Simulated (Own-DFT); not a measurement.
# How strain changes the stress of wurtzite AlN, 128 atoms (Al64N64)

These are calculations, not measurements. The program, named Own-DFT, is a retired in-house plane-wave density functional code that no person has reviewed. Each row is one single-point run on a periodic cell that was not relaxed, without spin or spin-orbit coupling.

Settings of every run: PBE; PseudoDojo norm-conserving scalar-relativistic files; cutoff 42 hartree; 3 x 3 x 3 k mesh centred on Gamma; Gaussian smearing of 0.01 eV.

Known limits: k mesh not checked against a denser one; stress not checked against mesh or cutoff.

Unstrained cell vectors in Å: (12.448, 0.000, 0.000); (-6.224, 10.780, 0.000); (0.000, 0.000, 9.964). The unstrained cell has measured lattice constants (interpolated for alloys), not those of this functional. That, the random moves and any unrelaxed bonds set the pressure at no strain. Each run strains this cell uniformly, with the atoms carried along. Every atom was also moved at random, by a Gaussian of width 0.05 Å on each axis. Strain is the symmetric tensor, in per cent. Stress is positive in tension, and the pressure is minus a third of its trace.

```
run  e_xx (%)  e_yy (%)  e_zz (%)  e_yz (%)  e_xz (%)  e_xy (%)  s_xx (GPa)  s_yy (GPa)  s_zz (GPa)  s_yz (GPa)  s_xz (GPa)  s_xy (GPa)  P (GPa)  E (meV/atom)
  1      0.88      0.88     -0.25      1.73     -0.18      1.63       -3.00       -0.51       -3.61        4.25       -0.96        5.84     2.37           9.9
  2     -0.93     -0.71     -1.75      1.25     -0.20      1.59      -13.10      -11.30      -16.13        3.01       -0.40        7.36    13.51          40.9
  3     -0.68     -0.72      0.43      1.36     -0.28      0.54       -9.33      -10.42       -3.68        2.90       -1.27        3.52     7.81          12.7
  4      0.65     -1.20     -0.93      1.52     -0.79     -0.42       -6.32      -11.10      -10.15        3.92       -2.08       -1.25     9.19          33.3
  5     -1.39      2.00      0.48     -1.78     -0.69      1.97       -9.33        1.34       -4.17       -5.12       -2.05        6.46     4.05          27.0
  6      1.00      0.57     -1.81      0.31      1.64     -0.35       -1.76       -2.29      -13.65        0.49        4.47       -1.28     5.90           8.9
  7      1.83      1.28      1.66      1.99      0.38     -0.65        3.43        1.57        3.71        5.38        1.19       -3.05    -2.90          27.1
  8      0.49      0.42     -1.63     -1.43     -1.22      1.95       -1.89       -4.58      -15.22       -3.11       -2.98        5.85     7.23          25.7
  9     -1.49      0.42     -0.10     -1.46      1.21     -1.35      -13.86       -5.65       -5.31       -3.67        2.88       -5.20     8.27          20.4
 10      0.21      0.26      0.87      0.10     -0.22     -1.07       -3.07       -3.26       -1.86        0.65       -0.58       -3.42     2.73           0.0
 11      0.35     -0.57     -0.83      1.48     -1.26     -0.72       -3.91       -9.05      -10.17        4.31       -2.87       -2.99     7.71          10.0
 12     -1.50     -0.81     -1.71      1.01     -1.31      1.86      -17.35      -14.27      -15.21        3.48       -4.73        7.30    15.61          57.0
 13      1.45     -1.05     -0.25      1.94     -1.43     -0.10       -0.40       -9.98       -6.95        5.07       -3.62        0.69     5.78          30.2
 14     -0.28     -0.28     -1.26     -1.58     -1.54      1.64       -8.98       -8.76      -11.74       -4.33       -3.43        6.23     9.82          32.0
 15     -0.03      1.61     -1.80      1.29     -1.93     -1.62       -5.73       -1.97      -10.55        3.94       -4.90       -6.07     6.08          27.9
 16      1.85     -0.92      1.38     -1.01      1.78     -1.41           ?           ?           ?           ?           ?           ?        ?             ?
```

E is the free energy for each atom above the lowest run shown.

## Worked fit

Each stress component was fitted by least squares to a constant and the strains of the runs shown, as fractions, with shears doubled. Shear strains stay in the fit of a normal stress only where such slopes are resolved. The slopes, in GPa:

```
stress,at no strain,per e_xx,per e_yy,per e_zz,scatter
s_xx,-6.3,482 ± 39,124 ± 42,56 ± 39,1.51
s_yy,-6.3,127 ± 26,445 ± 28,65 ± 26,1.02
s_zz,-5.7,54 ± 37,84 ± 40,470 ± 37,1.45
```

Each shear stress against twice its own strain: yz 129 ± 6, xz 127 ± 6, xy 184 ± 7 GPa. These are stiffnesses along x, y and z of the frame in which the cell vectors are given, which need not be the crystal's axes. The atoms are held to the strained lattice; where symmetry lets them move under strain, relaxing them would lower some slopes. The table should be nearly symmetric about its diagonal, and what it lacks of that shows the noise. A ninth of its sum, 212 ± 7 GPa, estimates the bulk modulus near the mean pressure of these runs, 6.9 GPa, so it lies above the value at zero pressure.

## Withheld run

Question: what normal stresses and pressure should run 16 give?

The fit gives s_xx = 2.2, s_yy = -7.2, s_zz = 1.0 and P = 1.3 GPa. The calculation gave 2.23, -6.10, 0.77 and P = 1.03 GPa.
